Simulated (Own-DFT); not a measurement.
# Shaking the atoms of hexagonal WC, 64 atoms (C32W32)

Calculated results; nothing here was measured. They come from Own-DFT, an in-house plane-wave density functional program, since retired, whose code no person has reviewed. Each row is one single-point run on a periodic cell that was not relaxed, without spin or spin-orbit coupling.

Settings of every run: PBE; PseudoDojo norm-conserving scalar-relativistic files; cutoff 50 hartree; 4 x 4 x 4 k mesh centred on Gamma; cold (Marzari-Vanderbilt) smearing of 0.2 eV.

Known limits, some of them of some rows only: some atoms lie very close together; forces on such cells moved up to 12 meV/angstrom on a denser k mesh; stress not checked against mesh or cutoff.

Cell vectors in Å: (5.833, -5.052, -2.839); (0.000, -5.052, 8.518); (-5.833, -5.052, -2.839). In each run every atom was moved at random and independently from its ideal site; u is the rms move along one axis. E is the free energy for each atom above the fitted value at u = 0, and F the rms of the force components.

| run | u (Å) | E (meV/atom) | F (eV/Å) | largest force (eV/Å) | P (GPa) |
|---|---|---|---|---|---|
| 1 | 0.0198 | 15.5 | 0.526 | 1.82 | 3.24 |
| 2 | 0.0206 | 17.3 | 0.561 | 2.36 | 3.30 |
| 3 | 0.0446 | 76.8 | 1.266 | 5.57 | 5.74 |
| 4 | 0.0468 | 83.4 | 1.275 | 5.41 | 6.05 |
| 5 | 0.0476 | 84.7 | 1.297 | 4.91 | 6.10 |
| 6 | 0.0957 | ? | ? | ? | ? |
| 7 | 0.0985 | 380.6 | 3.062 | 13.52 | 17.39 |
| 8 | 0.1042 | 446.0 | 3.339 | 13.27 | 21.09 |
| 9 | 0.1402 | 769.1 | 4.726 | 25.69 | 34.14 |

## Worked fit

For small independent moves the energy grows as E = (3/2) K u², with K the mean stiffness felt by one atom. The runs with u up to 0.11 Å give K = 26.1 ± 0.5 eV/Å², with residuals divided by u² + 0.0006 Å², since the noise grows with the moves. The scatter is 3.6 meV/atom at u = 0.05 Å. The forces follow F = G u with G = 28.6 eV/Å²; no force at u = 0 is resolved. G exceeds K because the moves of its neighbours add to the force on an atom, and stiffness differs between atoms. At u = 0.140 Å the parabola gives 770 meV/atom and the run 769. The pressure follows P = 2.50 + 1631 u² GPa: at fixed volume, shortened bonds push harder than stretched ones pull.

## Withheld run

Question: what energy and rms force should run 6 give?

The fit gives 359 ± 13 meV/atom and about 2.74 eV/Å. The calculation gave 328.1 meV/atom and 2.654 eV/Å.
